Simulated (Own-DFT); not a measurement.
# A change of arrangement and its cost: In32P32, 64 atoms

All numbers below are calculated, not measured. They come from Own-DFT, an in-house plane-wave density functional program, since retired, whose code no person has reviewed. Each row is one single-point run on a periodic cell that was not relaxed, without spin or spin-orbit coupling.

Settings of every run: PBE; PseudoDojo norm-conserving scalar-relativistic files; cutoff 36 hartree; 3 x 3 x 3 k mesh centred on Gamma; Fermi-Dirac smearing of 0.1 eV.

Known limits, some of them of some rows only: not probed for a lower state with spin; forces on such cells moved up to 12 meV/angstrom on a denser k mesh; stress not checked against mesh or cutoff.

All cells hold the same atoms in the same cell, with vectors in Å (11.737, 0.000, 0.000); (0.000, 11.737, 0.000); (0.000, 0.000, 11.737). Every atom was moved at random from its ideal site; u is the rms move along one axis. The defect's site can differ from row to row. E is the free energy of the cell above the lowest run. The arrangements:

- A: zincblende InP
- B: zincblende InP, with one In on a P site and one P on an In site, 2.5 Å apart

```
arrangement,u (Å),E (eV),P (GPa)
A,0.0192,0.000,3.19
A,0.0206,0.070,3.21
A,0.0207,0.079,3.21
A,0.0484,1.654,3.51
A,0.0527,2.124,3.64
A,0.0537,2.462,3.66
B,0.0267,4.477,3.63
B,0.0285,4.377,3.61
B,0.0286,4.671,3.68
B,0.0485,6.003,3.93
B,0.0499,6.049,3.97
B,0.0507,5.912,3.92
```

Question: once the cost of the random moves is taken out, how do the arrangements rank?

## Worked answer

Fit E = a + b u², with one b for all and one a for each arrangement, and with residuals divided by u², since the noise grows with the moves. Then b = 888 eV/Å², the scatter at u = 0.04 Å is 0.15 eV, and against A:

- B: 4.13 ± 0.05 eV (higher)

These are energies of unrelaxed cells. Relaxing the atoms lowers the strained arrangements most, so the gaps would shrink and small ones could change sign.
